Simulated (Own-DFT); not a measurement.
# Computed records: Si₃N₄ (beta silicon nitride, strained, atoms displaced)

Computed with Own-DFT development build. A calculation, not a measurement: plane-wave PBE density functional theory by an unreviewed code, no spin, of a simulated periodic cell, stress positive in tension, free energy of the whole cell less one offset for each atom, forces on such cells moved up to 12 meV/angstrom on a denser k mesh; offsets are fitted by least squares, one for each functional and potential file, so energies compare only between cells with the same atoms and settings and are not formation energies; the far tail of each file's local potential was reset to the Coulomb form; each entry is a single point on an unrelaxed cell, so the pressure reflects the starting lattice, mostly measured values (interpolated for alloys), from which strain is counted, and rises with the displacements; printed positions are rounded, which can move forces by about a meV/angstrom; the program, named Own-DFT, is a retired in-house code; no spin-orbit coupling; before rounding, a Quantum ESPRESSO 7.3.1 run of the same cell and cutoff gave forces within 1 meV/angstrom rms on each cell, which checks the program and not the settings.

Common to all runs: functional PBE; potential files PseudoDojo norm-conserving, scalar-relativistic, standard set; wave cutoff 42 hartree; occupations Fermi-Dirac; smearing width 0.1 eV; k mesh 2 x 2 x 4 centred on Gamma.

(1) 
```xyz
112
Lattice="15.5019 0.1950 -0.2841 -7.5820 13.1104 0.1512 -0.1087 0.0040 5.8839" Properties=species:S:1:pos:R:3:force_x:R:1:force_y:R:1:force_z:R:1 formula=Si3N4 free_energy_of_cell_above_offsets=-7.383 pressure=0.45 stress_xx=4.56 stress_yy=-2.72 stress_zz=-3.2 stress_yz=-0.09 stress_xz=-6.78 stress_xy=4.71
Si    -1.6303     5.0761     0.7659      2.156     -2.012      1.602
Si     0.2153     2.7784     0.8287     -0.681     -5.007     -1.964
Si     1.4511     5.4795     0.7597     -0.026      0.215     -0.755
Si     5.4922     1.6051     2.1106     -1.023      0.557     -0.112
Si     3.6489     4.0181     2.0948      4.018     -2.122      5.379
Si     2.3745     1.0824     2.1780      1.481      3.521     -1.915
N      2.4556     0.1358     0.6711      0.036      6.397     -0.062
N      6.3427     2.0924     0.6572      0.693     -0.283       -1.2
N      2.9533     4.4478     0.7514      -3.88      2.703     -4.629
N      1.4340     6.4773     2.2362      0.566     -1.073     -1.612
N     -2.4500     4.6314     2.3348     -2.142     -0.938     -4.194
N      1.0443     2.2657     2.1873      0.676      -1.38      1.583
N      0.0987     4.3477     0.6227     -1.522      5.185      0.973
N      3.8453     2.2712     2.1311     -0.368     -1.732      0.308
Si    -1.7116     5.1207     3.6842      3.743     -0.519      3.898
Si     0.1761     2.6750     3.7503      -0.29      2.489     -4.218
Si     1.4519     5.5040     3.7008     -1.648     -1.596     -1.705
Si     5.4572     1.6086     5.0437      0.175     -0.473     -0.844
Si     3.5320     3.9518     5.1244      2.443      1.086     -0.396
Si     2.3697     1.1969     5.0644       2.07      0.009      0.702
N      2.3040     0.1922     3.5899      0.688      0.661       1.89
N      6.3481     1.9912     3.5384      0.668      0.877      1.666
N      2.8725     4.4695     3.6567     -0.984      0.909     -1.319
N      1.3542     6.4008     5.0918      0.908      2.019        3.3
N     -2.4494     4.5357     5.2592     -2.163      0.103     -2.329
N      1.0160     2.2040     5.0165      1.088     -0.823      5.347
N     -0.0226     4.4038     3.7068     -0.255      0.907     -0.531
N      3.9002     2.3345     5.1538     -2.408     -3.651     -0.547
Si    -5.4121    11.6915     0.7861      1.826      -5.53      2.571
Si    -3.5667     9.2356     0.8661     -1.737      1.384     -1.728
Si    -2.2485    11.9761     0.8096     -5.027       2.02     -1.834
Si     1.7407     8.2378     2.1365      -2.68     -2.088       0.86
Si    -0.2379    10.5865     2.1958      3.191     -3.157      0.147
Si    -1.4066     7.6441     2.1473      2.643      2.836       2.58
N     -1.3157     6.7419     0.7175     -0.457      0.425      0.492
N      2.5795     8.5928     0.6845      2.278       0.94      1.457
N     -0.9452    11.0146     0.7230      2.527     -1.589     -0.972
N     -2.2293    12.9812     2.2114     -0.483     -1.388      1.055
N     -6.1582    11.1514     2.4191     -4.275      -1.23     -5.995
N     -2.7849     8.7615     2.2806      2.693     -1.922     -0.722
N     -3.7892    10.9400     0.8073        1.6      1.199      0.141
N      0.1028     8.7776     2.2692     -2.229      1.432     -1.326
Si    -5.4717    11.6099     3.7591      3.212     -0.508      3.951
Si    -3.4819     9.1818     3.7208     -4.349      0.771      2.507
Si    -2.4153    11.9728     3.7191     -0.134      0.365     -0.499
Si     1.6618     8.2456     5.2032     -1.418     -3.165     -4.663
Si    -0.1314    10.5488     5.0870      1.742     -1.568      3.777
Si    -1.4286     7.7463     5.2077      2.583      0.743     -1.684
N     -1.3616     6.8343     3.6904     -1.271     -0.422      0.415
N      2.4513     8.5812     3.6069      3.487      1.881      2.364
N     -0.8497    11.0099     3.7234     -3.928      1.936     -3.047
N     -2.3653    12.9444     5.1377          0      0.467      1.401
N     -6.2561    11.1784     5.2684     -1.975      -0.24     -1.008
N     -2.8319     8.7170     5.2872      0.368     -0.162     -0.702
N     -3.8332    10.8739     3.7552      1.584      1.586     -0.063
N      0.0886     8.8104     5.1551     -3.074       0.39      0.589
Si     6.1935     5.1112     0.5755      0.568      0.409      1.282
Si     7.9567     2.7338     0.5450      0.424      1.317      0.808
Si     9.1542     5.5444     0.5975      2.782      1.767      0.094
Si    13.2680     1.7478     2.0397      0.125     -2.443     -3.602
Si    11.3978     4.0020     1.9980      0.045      2.912      0.877
Si    10.1451     1.3593     1.9934      0.791      0.113      1.138
N     10.1898     0.3877     0.5817     -0.216     -1.961     -0.167
N     14.1279     2.0872     0.5214      0.818      0.889     -0.761
N     10.5994     4.5234     0.5477      0.565      0.041     -0.178
N      9.2766     6.4947     2.0661     -0.047      0.345     -0.455
N      5.3696     4.7048     2.0812     -1.474     -0.055      0.531
N      8.6401     2.2341     2.0970      2.124     -0.127     -2.027
N      7.8850     4.5507     0.6007     -3.858     -3.634      -0.49
N     11.6757     2.3687     1.9332     -1.475      -1.81      0.731
Si     6.1105     5.1813     3.6729      1.139     -1.507     -4.126
Si     7.9753     2.8187     3.5471     -2.427      0.441     -0.641
Si     9.1743     5.6154     3.5741     -0.117     -2.368     -2.284
Si    13.1950     1.5939     4.8291      0.097        4.3      2.938
Si    11.3890     4.0210     5.0033     -0.426      1.663     -1.034
Si    10.1270     1.2178     4.9581      0.869      2.179      0.135
N     10.0579     0.3947     3.4737      0.611      -2.03     -0.965
N     14.1342     2.1439     3.4274     -1.519     -0.997      1.306
N     10.5760     4.4939     3.4872      0.008      0.578       0.42
N      9.1221     6.4990     4.9897      0.635      1.477      1.148
N      5.2762     4.6159     4.9808     -1.444      0.067      2.682
N      8.7523     2.2974     4.9547     -0.322     -0.258      2.062
N      7.7426     4.5512     3.4807      0.415     -0.276      0.992
N     11.5610     2.3689     4.9314      0.674     -3.494     -0.389
Si     2.4078    11.6883     0.7980     -0.264      1.539     -4.232
Si     4.1846     9.3169     0.6241      0.772     -0.727     -0.197
Si     5.4539    12.0515     0.6280     -0.945      0.183      1.737
Si     9.4526     8.2361     2.0086     -0.009     -0.011     -0.142
Si     7.6575    10.6616     2.0884      0.988     -1.899      1.206
Si     6.3910     7.7601     2.1190      1.056      2.011     -1.726
N      6.4705     6.8725     0.5711     -0.926     -0.093      0.624
N     10.3305     8.8100     0.6096     -0.972     -1.757     -1.719
N      6.9009    11.0580     0.5692     -1.997      1.824      2.717
N      5.4530    13.0176     2.0817     -0.001      1.353      1.313
N      1.5143    11.2450     2.1273     -2.799     -1.156     -0.204
N      4.9253     8.8877     2.1217      2.097     -2.132     -0.635
N      3.9555    10.9983     0.6669       1.96      1.373     -0.488
N      7.8581     8.8470     2.1424     -1.965      1.102     -0.516
Si     2.3101    11.6950     3.4817      2.195      1.347      5.496
Si     4.1593     9.3167     3.5729     -1.293       0.73      0.747
Si     5.3665    12.1323     3.6233      1.326      0.275     -1.559
Si     9.3973     8.2427     4.8830     -1.347      1.503      2.382
Si     7.6113    10.7235     5.0823      1.303     -2.589     -3.853
Si     6.3201     7.8166     4.9633      3.241      1.803      2.932
N      6.3795     6.8705     3.5915     -0.618      0.024     -0.946
N     10.2264     8.7428     3.4642      2.483     -0.079      0.524
N      6.7704    11.0916     3.5560      0.563      0.874      0.374
N      5.4147    13.0833     5.1476     -0.506     -2.785      -2.35
N      1.4503    11.2433     5.1357      1.238      0.769     -0.615
N      5.0107     8.8640     5.0398     -3.017      0.882      0.458
N      4.0559    11.0961     3.5184     -3.826     -1.202      0.678
N      7.7298     8.9894     5.0391      1.183     -2.133     -0.414
```

Units: free_energy_of_cell_above_offsets in eV; pressure, stress_xx, stress_yy, stress_zz, stress_yz, stress_xz, stress_xy in GPa; force_x, force_y, force_z in eV/Å.

(2) 
```xyz
112
Lattice="15.0310 -0.1193 -0.1611 -7.6188 13.4315 0.2057 -0.0616 0.0553 5.7228" Properties=species:S:1:pos:R:3:force_x:R:1:force_y:R:1:force_z:R:1 formula=Si3N4 free_energy_of_cell_above_offsets=-5.290 pressure=12.46 stress_xx=-13.56 stress_yy=-3.51 stress_zz=-20.33 stress_yz=5.39 stress_xz=-2.88 stress_xy=-3.28
Si    -1.6310     5.2398     0.7407      0.748      -1.43       1.72
Si     0.2022     2.7718     0.7526     -1.824      0.763     -2.967
Si     1.3280     5.5614     0.7892     -1.585       0.52     -0.384
Si     5.3511     1.5438     2.0784     -6.658     -1.728      4.093
Si     3.3687     3.9745     2.0874      3.729     -2.288      6.335
Si     2.2944     1.1718     2.2056      3.373      1.286     -2.527
N      2.4016     0.2651     0.7248     -0.764     -2.812     -0.158
N      6.1163     1.9329     0.8090      3.917      1.945     -8.417
N      2.6504     4.4122     0.7547     -1.164      2.111     -3.731
N      1.2108     6.5482     2.2165       1.63     -0.521     -0.217
N     -2.4726     4.7057     2.2083      1.281      1.203     -0.026
N      1.0491     2.2731     2.0587     -1.243      0.022      3.612
N     -0.0677     4.4946     0.7494      0.809     -0.067      0.402
N      3.7466     2.2698     2.2151      -1.09     -1.108      -0.73
Si    -1.6840     5.2182     3.6579      2.853     -1.196     -0.877
Si     0.1424     2.7022     3.5731      1.977      3.438     -0.464
Si     1.3052     5.4801     3.6306     -0.488      4.978     -0.022
Si     5.2839     1.5512     4.9565     -2.144     -0.015     -0.117
Si     3.5194     4.0449     5.0561      -2.31     -1.379     -1.459
Si     2.3294     1.2328     4.9823     -0.949      0.009      1.369
N      2.3632     0.2572     3.5846     -0.986      -2.76      0.709
N      6.1023     2.0293     3.4491     -0.203     -0.668       4.16
N      2.5622     4.4565     3.6390      4.255     -1.409     -0.907
N      1.1985     6.5479     5.0432      1.363     -0.605      0.386
N     -2.3996     4.6918     5.0754     -2.924     -0.444     -0.177
N      0.9389     2.2453     4.9869     -0.347     -0.195      1.371
N      0.0282     4.5297     3.6390      -5.54     -3.842     -0.494
N      3.5970     2.3023     5.0034      4.191      0.342      0.214
Si    -5.4738    11.8799     0.8758      3.901      1.833      0.262
Si    -3.6745     9.4521     0.7457      2.295       0.38      2.037
Si    -2.5640    12.2800     0.8145      2.829     -1.841      1.497
Si     1.5702     8.3003     2.1982     -5.266      -2.63       3.85
Si    -0.3224    10.7090     2.2656      -1.57     -4.045      0.695
Si    -1.5522     7.8781     2.2211      4.327     -0.401      1.723
N     -1.4464     6.9600     0.7691     -0.991     -2.966      3.562
N      2.2915     8.6579     0.8444      2.946      1.199     -4.802
N     -1.0869    11.1056     0.8697     -1.912      2.274      -3.19
N     -2.4967    13.2405     2.2768      0.289      0.312      -1.07
N     -6.1757    11.4331     2.3217     -3.518     -1.078     -1.076
N     -2.8208     8.8903     2.2923     -2.984      1.909     -1.812
N     -3.7744    11.1645     0.8929     -3.565     -0.262     -0.074
N     -0.0881     8.8991     2.2786     -0.337      1.528     -0.209
Si    -5.4973    11.9050     3.7493      3.525      0.725      0.621
Si    -3.6186     9.4687     3.7141     -2.053      0.609      -4.11
Si    -2.4592    12.2864     3.6497     -2.887     -2.199      1.058
Si     1.4588     8.2563     5.0321     -1.884     -1.056      2.353
Si    -0.3251    10.7307     5.0154      0.086     -4.015      6.229
Si    -1.5386     7.8367     5.1397      1.449      4.706     -4.301
N     -1.4688     6.8909     3.7120     -0.966      1.053     -1.234
N      2.2943     8.7047     3.7025      2.388      1.558     -2.498
N     -1.1313    11.2372     3.7593     -1.413      1.155     -4.714
N     -2.6394    13.1681     5.0960      1.308       3.92     -0.218
N     -6.2715    11.4222     5.1690      0.131      0.558      0.802
N     -2.9530     8.9666     5.0430      4.192      -2.63       5.19
N     -3.9197    11.1084     3.7839      1.081      3.928     -0.806
N     -0.0758     8.9543     5.0835      -2.59      0.937     -0.019
Si     5.9531     5.1220     0.7143     -3.444     -0.994      1.528
Si     7.6927     2.6923     0.6962      0.804     -0.709      0.369
Si     8.7242     5.3987     0.5828      6.381      3.869      2.479
Si    12.7943     1.4394     2.0810     -0.192     -0.089     -0.349
Si    11.0246     3.9248     2.1130     -1.242     -1.514     -1.274
Si     9.8667     1.0233     2.1464      0.895       5.62     -7.419
N      9.8427     0.1358     0.5797      -0.43      -0.74      1.161
N     13.5894     1.9446     0.6625      1.601     -0.592      -0.98
N     10.2487     4.3494     0.6186     -2.479      1.442      1.347
N      8.8084     6.4775     2.1234     -0.274     -2.254     -1.351
N      5.0771     4.6004     2.2407     -1.397     -0.117     -4.537
N      8.4852     2.1123     2.1843       0.13      0.319     -2.494
N      7.4650     4.4396     0.6622     -1.767     -3.934      0.342
N     11.2279     2.1627     2.0498     -0.783     -0.984      0.792
Si     5.9193     5.0759     3.5467     -1.763      2.206       1.34
Si     7.6262     2.6950     3.4947      1.008      0.202      0.959
Si     8.7294     5.3434     3.5197       2.94      5.788     -0.826
Si    12.7843     1.4037     4.9317     -0.205      4.504      0.264
Si    10.9482     3.9274     4.9346      1.675      0.103     -0.103
Si     9.7932     1.0864     4.8368      0.921      4.108      2.888
N      9.8025     0.1684     3.4307     -0.193     -4.414      4.658
N     13.6750     1.9066     3.4983     -2.329      -1.46      -0.11
N     10.1366     4.4221     3.5094      1.013      -0.74     -0.412
N      8.8920     6.4300     4.9369     -1.298      0.261     -0.363
N      5.0567     4.7209     4.9919      0.539     -0.186      1.158
N      8.4222     2.3190     4.9431      1.015     -2.112       0.76
N      7.4234     4.3927     3.5287     -0.448     -1.593     -0.045
N     11.2210     2.2660     4.9338     -0.838     -3.967     -0.859
Si     2.0207    11.8304     0.8445       2.18      -0.67     -1.953
Si     3.8648     9.3230     0.7202      0.948      0.404      0.108
Si     5.1475    12.1027     0.6962     -3.282      0.284      3.769
Si     9.0036     8.2208     2.0653      0.719     -1.926      3.454
Si     7.2047    10.6092     2.1187      1.247     -1.621      2.254
Si     6.0123     7.7478     2.1275      1.332      2.156      1.613
N      6.0501     6.8048     0.7387     -0.099      0.638     -1.076
N      9.8058     8.6628     0.6623      0.825      0.532      0.652
N      6.4439    11.0161     0.6673     -0.987      1.713      1.635
N      5.0485    13.0900     2.2857      0.356      1.127     -2.856
N      1.1737    11.3924     2.2283      2.999      1.316      1.547
N      4.6911     8.8779     2.2001     -0.117      0.013     -0.957
N      3.7208    11.0445     0.8031     -1.008      1.547     -0.443
N      7.4516     8.8563     2.0948     -2.178      1.084      0.229
Si     2.0736    11.8597     3.6761      -1.33     -0.613     -0.803
Si     3.8659     9.4556     3.6158     -0.782     -0.339     -1.428
Si     4.9512    12.1804     3.6772       2.88      0.026     -0.364
Si     8.9756     8.2263     5.0049     -0.674     -1.937     -2.576
Si     7.2360    10.6508     5.0677     -0.575     -2.547     -3.469
Si     6.0953     7.8469     5.0556     -2.552     -1.223      -2.62
N      5.9922     6.8211     3.5353      0.642      0.181      2.255
N      9.8779     8.6251     3.6160     -2.376     -0.326     -2.323
N      6.4889    11.1688     3.6023     -2.101      0.812      0.033
N      4.8898    13.1988     5.1179      0.606     -1.954     -1.304
N      1.2160    11.3788     5.0457        1.6      1.214      1.383
N      4.6380     8.8605     4.9410      1.032     -0.331       3.68
N      3.6184    11.2053     3.6199     -0.129     -2.088      0.304
N      7.3544     8.9010     5.0239      2.264      0.894     -0.109
```

Units: free_energy_of_cell_above_offsets in eV; pressure, stress_xx, stress_yy, stress_zz, stress_yz, stress_xz, stress_xy in GPa; force_x, force_y, force_z in eV/Å.
